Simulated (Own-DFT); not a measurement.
## Calculated data, Hf16O31 (monoclinic hafnia with two neutral oxygen vacancies, strained, atoms displaced), Hf31SiO64 (monoclinic hafnia with substituted atoms, atoms displaced)

Computed with Own-DFT development build. A calculation, not a measurement: plane-wave PBE and HSE06 DFT by an unreviewed code, no spin, of a simulated cell at Gamma alone, so results move with cell size and shape, stress positive in tension, energies less offsets, not probed for a lower state with spin; hafnium file: forces about 75 meV/angstrom off all-electron values; oxygen file: force components 24 meV/angstrom off all-electron in a glass; k mesh not checked against a denser one; forces and stress are PBE's, HSE06 gives the energy alone, and its difference from PBE has offsets of its own; offsets are fitted by least squares, one for each functional and potential file, so energies compare only between cells with the same atoms and settings and are not formation energies; the far tail of each file's local potential was reset to the Coulomb form; each entry is a single point on an unrelaxed cell, so the pressure reflects the starting lattice, mostly measured values, from which strain is counted, and rises with the displacements; printed positions are rounded, which can move forces by about a meV/angstrom; the program is a retired in-house code; no spin-orbit coupling.

Settings shared by all entries: first functional PBE; second functional HSE06; exact exchange share 0.25; screening 0.11 1/bohr; exchange divergence Gygi-Baldereschi; potential files PseudoDojo norm-conserving, scalar-relativistic, made for PBE, standard set; wave cutoff 48 hartree; occupations fixed; k mesh 1 x 1 x 1 centred on Gamma.

(1) Hf16O31 (monoclinic hafnia with two neutral oxygen vacancies, strained, atoms displaced)

```
cell vectors (Å)
  10.4384    -0.0345     0.0859
  -0.0349    10.2484    -0.0710
  -1.6417    -0.0659    10.2388
atoms (fractions of the cell vectors)
Hf  0.14580  0.02274  0.10221
Hf  0.36426  0.27084  0.15320
Hf  0.36656  0.47737  0.39842
Hf  0.13699  0.22912  0.35483
O   0.03347  0.16783  0.16931
O   0.46869  0.42252  0.07266
O   0.45692  0.33280  0.32971
O   0.04033  0.08401  0.41706
O   0.22789  0.38682  0.24039
O   0.27220  0.13561  0.00478
O   0.27727  0.12102  0.25898
O   0.22242  0.37911  0.49084
Hf  0.13385  0.02217  0.59829
Hf  0.35752  0.27102  0.64252
Hf  0.35695  0.46778  0.88832
Hf  0.13919  0.23426  0.84435
O   0.03834  0.16542  0.67899
O   0.47382  0.42137  0.57844
O   0.46139  0.33579  0.83499
O   0.03942  0.07862  0.92640
O   0.22817  0.38507  0.73471
O   0.27401  0.13442  0.50701
O   0.26573  0.12107  0.76182
O   0.22522  0.38230  0.99109
Hf  0.13366  0.52280  0.10454
Hf  0.36561  0.76449  0.14201
Hf  0.36250  0.97019  0.39518
Hf  0.14343  0.72964  0.35615
O   0.03715  0.66090  0.16537
O   0.45855  0.91891  0.07666
O   0.46515  0.83636  0.33374
O   0.03475  0.58169  0.42315
O   0.21610  0.87652  0.23053
O   0.27486  0.63832  0.00814
O   0.27911  0.61490  0.26486
O   0.22726  0.87592  0.49085
Hf  0.13208  0.51907  0.60867
Hf  0.36098  0.77571  0.64464
Hf  0.36095  0.97034  0.90322
Hf  0.14529  0.73156  0.84714
O   0.03652  0.66649  0.67608
O   0.46549  0.91375  0.58606
O   0.03491  0.57976  0.92627
O   0.27742  0.63145  0.50607
O   0.27686  0.61771  0.76217
O   0.22077  0.87273  0.98375
Hf  0.63326  0.01037  0.09897
Hf  0.85641  0.27018  0.14726
Hf  0.85931  0.47888  0.39789
Hf  0.63338  0.23728  0.34809
O   0.53167  0.16363  0.16386
O   0.95798  0.41337  0.08288
O   0.96707  0.33348  0.32466
O   0.53350  0.08108  0.41650
O   0.71843  0.38248  0.23954
O   0.77183  0.12397  0.01506
O   0.77247  0.12319  0.26183
O   0.72409  0.36672  0.49161
Hf  0.63718  0.01941  0.61056
Hf  0.85690  0.27305  0.64940
Hf  0.86318  0.47736  0.88947
Hf  0.63706  0.22369  0.85239
O   0.53902  0.16571  0.67369
O   0.95545  0.42075  0.57854
O   0.96879  0.34523  0.82521
O   0.53697  0.08379  0.93119
O   0.71876  0.37587  0.74224
O   0.77343  0.12851  0.51247
O   0.78263  0.11865  0.75715
O   0.72386  0.37480  0.99506
Hf  0.62571  0.51317  0.10852
Hf  0.86897  0.76608  0.14516
Hf  0.86625  0.97541  0.40388
Hf  0.63241  0.73559  0.34962
O   0.52923  0.66593  0.17152
O   0.95976  0.91549  0.07286
O   0.95919  0.83151  0.33606
O   0.53538  0.58684  0.41473
O   0.72618  0.87370  0.23739
O   0.77370  0.62792  0.00801
O   0.77291  0.62120  0.26989
O   0.72915  0.86144  0.49312
Hf  0.64122  0.52032  0.60505
Hf  0.86023  0.77038  0.64915
Hf  0.87040  0.97590  0.89991
Hf  0.63580  0.72382  0.85571
O   0.53327  0.66724  0.67104
O   0.95813  0.91751  0.56606
O   0.96281  0.84066  0.82540
O   0.53209  0.57961  0.92377
O   0.71917  0.87297  0.73750
O   0.77111  0.63939  0.51051
O   0.76887  0.61960  0.76020
O   0.72547  0.86286  0.99165
```

It finds PBE energy of cell above offsets -86.764 eV; HSE06 less PBE above offsets 0.448 eV; PBE pressure 7.22 GPa; PBE stress xx -1.25 GPa; PBE stress yy -9.27 GPa; PBE stress zz -11.13 GPa; PBE stress yz -2.32 GPa; PBE stress xz 2.2 GPa; PBE stress xy 0.36 GPa.

Force:
```tsv
element	x (eV/Å)	y (eV/Å)	z (eV/Å)
Hf	-1.95	1.026	-0.16
Hf	-0.432	0.018	-2.05
Hf	-1.089	2.158	0.18
Hf	-0.104	1.185	-1.743
O	0.679	-0.474	0.271
O	-3.079	-2.603	0.985
O	1.638	-1.075	-0.056
O	-0.687	-0.746	0.748
O	-0.119	-1.412	0.277
O	0.218	-0.052	0.61
O	-0.034	-0.24	0.094
O	0.375	-0.925	0.358
Hf	0.224	-0.111	0.724
Hf	1.519	0.233	0.01
Hf	0.276	4.086	2.359
Hf	-1.104	-0.799	3.115
O	-1.313	0.355	-1.595
O	-1.721	-1.677	0.422
O	1.61	-2.765	-1.713
O	0.268	1.243	-1.062
O	-0.584	-1.81	0.094
O	0.095	-0.277	0.621
O	1.492	-0.81	-0.993
O	0.086	-1.272	-0.664
Hf	0.873	-1.868	-0.549
Hf	-1.167	-0.481	0.323
Hf	0.358	2.835	0.081
Hf	-1.14	-1.027	-0.411
O	-1.035	2.226	1.85
O	-0.246	-0.79	0.415
O	-0.244	-0.762	-1.069
O	0.226	0.37	-0.018
O	0.864	-0.686	1.197
O	-0.405	-0.801	-0.009
O	-0.238	1.683	-0.802
O	-0.583	-0.371	0.163
Hf	0.489	0.917	-1.895
Hf	0.359	-1.502	0.809
Hf	0.578	1.893	-1.797
Hf	-0.715	-0.572	1.244
O	-0.537	0.38	-0.387
O	0.166	1.003	-0.56
O	0.415	1.048	-1.251
O	-0.818	0.218	0.766
O	-0.545	0.463	-0.871
O	0.167	0.575	-0.15
Hf	2.064	1.041	1.763
Hf	0.599	-0.693	-0.228
Hf	0.609	0.88	-0.87
Hf	0.442	-2.804	0.535
O	-0.354	0.928	0.875
O	0.989	0.894	-0.832
O	-0.774	0.493	0.998
O	-0.088	0.027	0.653
O	0.189	-0.915	1.009
O	0.124	0.248	-1.037
O	-0.451	0.003	0.219
O	-0.089	0.796	0.094
Hf	0.991	-0.635	-1.718
Hf	0.232	-1.198	-0.82
Hf	-1.345	1.476	3.055
Hf	0.136	0.791	1.765
O	-1.217	0.696	0.032
O	0.64	-0.072	0.648
O	0.726	-1.609	-0.734
O	-0.998	-0.624	-2.021
O	0.623	-0.133	-0.231
O	-0.111	0.1	0.161
O	-0.807	0.249	0.877
O	-0.126	-1.063	-1.111
Hf	3.368	2.077	-1.228
Hf	-1.426	-0.221	0.174
Hf	-2.304	1.56	-3.149
Hf	1.855	-0.787	1.048
O	0.067	0.585	-0.107
O	1.039	-0.243	1.356
O	1.942	-1.412	-1.132
O	-0.138	-0.923	0.63
O	-0.321	0.331	0.074
O	0.062	-0.161	0.432
O	0.127	-0.024	-0.902
O	-0.635	1.922	0.004
Hf	-0.42	1.361	-0.636
Hf	-0.366	0.12	-0.655
Hf	-1.487	1.402	0.14
Hf	-0.291	-0.382	0.483
O	-0.421	0.43	0.385
O	1.763	-0.415	3.347
O	1.625	-1.693	-0.665
O	0.081	0.756	-0.737
O	0.23	0.421	0.413
O	0.188	-2.181	0.351
O	0.758	-0.128	-0.232
O	-0.379	0.73	-0.385
```

(2) Hf16O31 (monoclinic hafnia with two neutral oxygen vacancies, strained, atoms displaced)

```
cell vectors (Å)
  10.1750    -0.1546    -0.0208
  -0.1564    10.2452     0.1122
  -1.7070     0.1388    10.3139
atoms (fractions of the cell vectors)
Hf  0.13951  0.02173  0.10917
Hf  0.35159  0.25852  0.15167
Hf  0.36350  0.48999  0.39758
Hf  0.13160  0.23284  0.36232
O   0.03804  0.17293  0.17750
O   0.45517  0.41983  0.08497
O   0.46674  0.33946  0.31929
O   0.03775  0.08380  0.42923
O   0.22495  0.36645  0.23849
O   0.27604  0.13396  0.00884
O   0.27589  0.12611  0.26511
O   0.23200  0.37294  0.49080
Hf  0.13831  0.01735  0.60074
Hf  0.35496  0.27262  0.64450
Hf  0.36671  0.48783  0.89972
Hf  0.13773  0.22472  0.85093
O   0.04030  0.16427  0.67248
O   0.46673  0.41308  0.57708
O   0.47024  0.33414  0.82889
O   0.03753  0.08290  0.92193
O   0.22604  0.38273  0.74591
O   0.22092  0.37576  0.98896
Hf  0.14096  0.51851  0.11100
Hf  0.36181  0.76754  0.15020
Hf  0.35841  0.98284  0.39493
Hf  0.14062  0.73043  0.35001
O   0.04278  0.66329  0.17548
O   0.46621  0.91502  0.08071
O   0.46122  0.83821  0.32594
O   0.04099  0.58182  0.42488
O   0.22683  0.87472  0.24201
O   0.27363  0.64095  0.01291
O   0.27938  0.62009  0.25213
O   0.22887  0.87043  0.49540
Hf  0.14118  0.52336  0.61131
Hf  0.36247  0.76128  0.64369
Hf  0.35933  0.98392  0.89136
Hf  0.14042  0.72428  0.85420
O   0.03451  0.66952  0.66778
O   0.45098  0.91820  0.58161
O   0.45934  0.83336  0.82377
O   0.03337  0.58234  0.92377
O   0.22383  0.88833  0.73539
O   0.27574  0.62374  0.51123
O   0.27136  0.62541  0.76153
O   0.22282  0.87117  0.98963
Hf  0.62397  0.01664  0.10209
Hf  0.86165  0.27096  0.14397
Hf  0.86521  0.48306  0.39787
Hf  0.63889  0.22829  0.35326
O   0.53905  0.17261  0.18004
O   0.96079  0.41882  0.07477
O   0.96003  0.33837  0.32926
O   0.53168  0.07914  0.42871
O   0.71632  0.37640  0.23435
O   0.77755  0.12725  0.00654
O   0.77792  0.11045  0.25871
O   0.72731  0.37463  0.48271
Hf  0.63116  0.00966  0.59991
Hf  0.87074  0.27081  0.65337
Hf  0.86011  0.48143  0.90003
Hf  0.63074  0.22936  0.85459
O   0.53321  0.15876  0.67541
O   0.96173  0.41642  0.58351
O   0.96630  0.33401  0.82403
O   0.53567  0.08152  0.91499
O   0.73037  0.36910  0.74772
O   0.77032  0.14250  0.50247
O   0.77047  0.12102  0.76170
O   0.72847  0.37511  0.99193
Hf  0.62944  0.51825  0.09953
Hf  0.86207  0.77235  0.13545
Hf  0.86028  0.99011  0.39231
Hf  0.63392  0.72949  0.35795
O   0.53418  0.66563  0.17575
O   0.96297  0.91887  0.07260
O   0.96405  0.83539  0.32297
O   0.53371  0.57740  0.43402
O   0.72710  0.88357  0.24733
O   0.76491  0.62704  0.01034
O   0.77551  0.61907  0.25709
O   0.72004  0.86722  0.49059
Hf  0.63806  0.51308  0.59990
Hf  0.86116  0.77269  0.64331
Hf  0.85470  0.97726  0.89626
Hf  0.63383  0.72611  0.84748
O   0.53399  0.66337  0.67316
O   0.95934  0.92115  0.58233
O   0.96918  0.83598  0.82808
O   0.52970  0.58380  0.92492
O   0.71835  0.87553  0.73897
O   0.77029  0.62388  0.51520
O   0.78074  0.62701  0.76109
O   0.72476  0.86412  0.99856
```

The calculation gives: PBE energy of cell above offsets -85.794 eV; HSE06 less PBE above offsets -0.147 eV; PBE pressure 12.84 GPa; PBE stress xx -12.72 GPa; PBE stress yy -12.38 GPa; PBE stress zz -13.41 GPa; PBE stress yz 4.07 GPa; PBE stress xz -1.6 GPa; PBE stress xy -7.24 GPa.

Force:
```tsv
element	x (eV/Å)	y (eV/Å)	z (eV/Å)
Hf	-1.018	-0.112	-1.415
Hf	2.262	3.699	-0.721
Hf	-0.38	-3.665	-1.352
Hf	0.857	1.187	-0.667
O	0.114	-1.025	-0.556
O	0.184	0.155	-0.962
O	-0.28	0.212	1.717
O	-0.255	-0.063	-1.354
O	-0.973	1.831	0.466
O	0.258	-1.44	-0.422
O	-0.791	-1.746	0.941
O	-1.102	-0.476	0.304
Hf	0.473	0.502	1.713
Hf	0.979	-1.018	0.901
Hf	-2.724	-3.36	0.093
Hf	0.324	1.291	0.784
O	0.086	0.032	-0.348
O	-0.337	-0.267	0.168
O	-1.672	1.163	0.043
O	-0.737	-0.681	0.647
O	0.663	-0.257	-1.022
O	-0.267	-0.222	0.213
Hf	0.173	-1.197	-1.763
Hf	0.245	0.797	-1.201
Hf	-0.063	-0.521	0.728
Hf	-1.763	0.525	0.725
O	-1.092	0.597	-0.644
O	-1.51	-0.243	-0.761
O	0.731	-0.639	1.103
O	0.046	0.066	0.049
O	-0.331	1.078	-0.554
O	0.427	-1.833	-0.863
O	-0.339	-0.45	1.9
O	-1.14	-0.451	-1.331
Hf	-1.573	-0.673	-0.52
Hf	-0.542	1.862	0.834
Hf	-1.017	-1.059	-1.062
Hf	-1.482	2.328	0.181
O	0.315	-0.283	-0.005
O	1.545	0.438	-0.261
O	0.528	-0.324	0.73
O	0.639	0.378	0.212
O	0.507	-0.836	1.075
O	0.685	0.448	-0.486
O	0.53	-0.404	0.068
O	0.075	0.786	0.35
Hf	3.372	1.604	1.337
Hf	-1.053	-0.317	0.137
Hf	-1.082	0.01	-1.024
Hf	-0.363	1.705	0.057
O	-0.497	-1.733	-1.982
O	0.991	0.056	1.093
O	0.587	-0.692	0.095
O	-0.11	0.473	-1.111
O	0.955	-0.333	0.116
O	-0.269	0.193	0.663
O	-0.497	2.536	-1.046
O	-1.024	0.336	1.074
Hf	0.453	2.334	1.553
Hf	-2.046	-1.302	-0.457
Hf	0.123	-0.556	-1.713
Hf	2.626	0.629	-0.906
O	-1.146	0.49	-0.716
O	1.816	1.58	-0.648
O	0.575	0.315	1.281
O	-1.357	-1.703	1.439
O	-0.46	1.643	-1.33
O	0.77	-2.036	0.778
O	0.523	-0.968	-0.421
O	-1.422	-0.742	0.067
Hf	0.954	-0.709	2.819
Hf	-0.702	-1.231	3.105
Hf	-0.136	-2.663	1.01
Hf	1.409	0.072	-1.34
O	-0.266	0.284	0.156
O	1.05	0.318	0.758
O	0.766	0.023	0.377
O	0.748	2.175	-1.65
O	-0.635	-1.192	-1.006
O	1.311	0.346	-0.911
O	-0.29	0.457	0.66
O	-0.228	0.581	0.115
Hf	1.457	-0.96	2.687
Hf	0.065	-0.659	1.11
Hf	0.956	0.836	-1.19
Hf	0.699	0.975	0.739
O	0.046	-0.547	-0.516
O	0.197	0.599	-0.691
O	-0.648	-0.084	-0.004
O	1.008	1.038	-0.558
O	0.294	-0.165	0.335
O	1.068	1.062	-1.042
O	-0.868	-0.847	0.405
O	-0.981	0.64	-1.38
```

(3) Hf31SiO64 (monoclinic hafnia with substituted atoms, atoms displaced)

```
cell vectors (Å)
  10.2340     0.0000     0.0000
   0.0000    10.3500     0.0000
  -1.6955     0.0000    10.4453
atoms (fractions of the cell vectors)
Hf  0.13391  0.02300  0.10615
Hf  0.36390  0.27159  0.13358
Hf  0.36441  0.47768  0.40402
Si  0.13613  0.24333  0.35631
O   0.04300  0.17242  0.16221
O   0.47154  0.41273  0.07804
O   0.46159  0.33757  0.33804
O   0.02608  0.07436  0.41390
O   0.21498  0.39099  0.24068
O   0.27586  0.12917  0.01362
O   0.26977  0.13144  0.27408
O   0.21960  0.35159  0.48699
Hf  0.13641  0.02052  0.60674
Hf  0.37037  0.27843  0.65258
Hf  0.35566  0.46370  0.88544
Hf  0.14818  0.23601  0.85741
O   0.05440  0.16527  0.67427
O   0.46769  0.41660  0.57621
O   0.46333  0.34621  0.83090
O   0.04171  0.08888  0.93200
O   0.23114  0.39443  0.73535
O   0.27368  0.12502  0.52522
O   0.25887  0.12045  0.75354
O   0.21097  0.37981  0.97765
Hf  0.13365  0.52678  0.08585
Hf  0.36404  0.77340  0.14348
Hf  0.36393  0.00032  0.40093
Hf  0.13914  0.72824  0.36568
O   0.04217  0.67413  0.16799
O   0.45348  0.90625  0.07843
O   0.45774  0.82992  0.31898
O   0.03311  0.57564  0.41874
O   0.21846  0.88110  0.23492
O   0.26826  0.62413  0.01042
O   0.26544  0.62404  0.25961
O   0.22107  0.87749  0.49061
Hf  0.12868  0.51776  0.60087
Hf  0.36466  0.77472  0.65206
Hf  0.35550  0.98068  0.90737
Hf  0.14312  0.73089  0.83956
O   0.02861  0.66526  0.66632
O   0.47445  0.91529  0.57689
O   0.46582  0.83245  0.81994
O   0.03336  0.58250  0.91715
O   0.22090  0.87267  0.73950
O   0.27305  0.63248  0.50314
O   0.29156  0.62235  0.76893
O   0.20940  0.86817  0.97741
Hf  0.63016  0.01559  0.09503
Hf  0.86595  0.26387  0.14277
Hf  0.86655  0.47174  0.40395
Hf  0.63336  0.23746  0.35737
O   0.54411  0.16309  0.18247
O   0.95110  0.41002  0.07284
O   0.97168  0.31237  0.34608
O   0.54046  0.08719  0.41613
O   0.71855  0.37028  0.23410
O   0.77033  0.12235  0.99860
O   0.77016  0.11001  0.25060
O   0.72548  0.38453  0.49125
Hf  0.63124  0.01752  0.60022
Hf  0.86596  0.27506  0.65297
Hf  0.86420  0.46437  0.90919
Hf  0.63409  0.22570  0.84944
O   0.54091  0.17326  0.68288
O   0.97212  0.40627  0.57674
O   0.95927  0.33386  0.82560
O   0.53998  0.08291  0.90915
O   0.72211  0.35767  0.74896
O   0.78220  0.15344  0.51952
O   0.76779  0.11677  0.76326
O   0.70929  0.35706  0.99280
Hf  0.63258  0.52296  0.10006
Hf  0.86333  0.77844  0.14824
Hf  0.86007  0.98783  0.40115
Hf  0.63494  0.74388  0.34550
O   0.54596  0.67465  0.17803
O   0.96210  0.91418  0.08265
O   0.96110  0.84523  0.32530
O   0.55060  0.58369  0.42071
O   0.74262  0.88596  0.24475
O   0.76293  0.62235  0.01400
O   0.77714  0.61585  0.24144
O   0.72890  0.86707  0.48687
Hf  0.62706  0.51615  0.60303
Hf  0.86276  0.76874  0.65126
Hf  0.86315  0.98364  0.89424
Hf  0.64783  0.74480  0.86324
O   0.54273  0.66948  0.66242
O   0.96318  0.91722  0.58258
O   0.96835  0.83696  0.83080
O   0.53680  0.58241  0.93077
O   0.70813  0.88521  0.73023
O   0.75358  0.62378  0.48491
O   0.76572  0.61151  0.75713
O   0.72671  0.87342  0.97370
```

The calculation gives: PBE energy of cell above offsets -77.568 eV; HSE06 less PBE above offsets 0.671 eV; PBE pressure 7.52 GPa; PBE stress xx -7.9 GPa; PBE stress yy -7.02 GPa; PBE stress zz -7.65 GPa; PBE stress yz -0.07 GPa; PBE stress xz -1.14 GPa; PBE stress xy -2.01 GPa.

Force:
```tsv
element	x (eV/Å)	y (eV/Å)	z (eV/Å)
Hf	-0.701	-1.761	1.377
Hf	0.121	1.181	3.877
Hf	-0.505	2.603	-3.236
Si	-1.334	0.138	-1.136
O	-0.561	1.146	1.486
O	-3.111	-1.968	-0.348
O	0.508	-1.356	-1.446
O	3.613	2.816	0.589
O	0.277	-2.221	0.195
O	1.266	0.356	-0.221
O	-0.635	1.536	0.012
O	-0.041	-0.002	-0.908
Hf	-0.11	-1.155	-1.812
Hf	-1.392	-2.597	-1.764
Hf	0.096	8.068	4.124
Hf	-3.349	-2.724	-1.96
O	-4.189	2.955	0.505
O	-2.395	-1.344	0.47
O	2.666	-4.071	-1.844
O	-0.508	0.436	-1.612
O	-1.033	-2.194	-0.697
O	1.708	0.341	-0.902
O	3.472	-0.018	3.474
O	1.231	-1.365	0.917
Hf	-0.738	1.448	4.413
Hf	-3.878	-4.682	2.284
Hf	-1.739	-2.735	-0.404
Hf	-0.145	1.223	-3.53
O	-1.218	-0.114	0.024
O	3.209	4.192	-2.121
O	-0.499	1.926	1.411
O	0.445	0.25	0.757
O	0.806	0.692	0.127
O	1.485	1.078	-0.626
O	1.341	-0.3	0.705
O	1.007	-0.553	0.163
Hf	1.098	1.26	-0.84
Hf	1.331	-1.373	-1.758
Hf	0.138	-0.95	-3.249
Hf	-0.97	-1.032	2.716
O	1.084	-0.739	-0.021
O	-1.781	0.042	-0.612
O	-0.609	1.469	1.947
O	-1.012	-0.154	-1.101
O	0.581	0.995	-0.18
O	-0.143	-0.933	2.096
O	-0.957	0.475	-1.529
O	1.362	0.926	0.92
Hf	2.133	1.637	1.892
Hf	-2.629	-1.432	1.295
Hf	-2.297	1.657	-3.124
Hf	2.493	1.212	-0.534
O	-2.47	-0.069	-2.202
O	2.063	0.549	1.709
O	1.717	-0.258	-1.299
O	-0.698	-1.04	0.985
O	1.2	-0.293	1.361
O	0.469	0.147	1.822
O	0.288	1.35	0.368
O	-0.261	-1.483	0.553
Hf	2.48	1.35	0.698
Hf	-0.828	-1.193	-0.36
Hf	-3.182	2.94	-3.025
Hf	2.848	1.382	2.563
O	-2.165	-0.666	-3.398
O	0.154	0.705	0.381
O	2.614	-0.974	0.891
O	-3.776	-2.945	2.272
O	0.508	2.416	-1.516
O	-1.061	-2.515	-1.68
O	1.555	-0.446	-0.574
O	1.206	0.703	0.13
Hf	1.701	0.177	1.66
Hf	0.668	-3.466	1.124
Hf	-0.029	-0.745	-0.92
Hf	1.419	-2.744	1.261
O	-1.933	0.154	-1.987
O	1.159	2.301	-1.571
O	1.421	-1.738	0.775
O	-4.556	-1.396	-0.76
O	-3.083	-0.384	-1.966
O	2.373	1.701	-1.691
O	0.56	-0.028	2.152
O	-0.618	1.556	1.19
Hf	4.094	2.807	0.201
Hf	-2.093	0.223	-1.561
Hf	0.974	0.723	-0.439
Hf	-2.105	-6.27	-3.825
O	-2.172	1.16	0.559
O	-0.34	-0.309	0.491
O	-0.733	-0.499	-0.955
O	-1.318	0.762	-1.89
O	1.704	-1.501	1.273
O	3.825	0.919	2.915
O	1.367	0.653	0.599
O	0.059	2.003	3.419
```
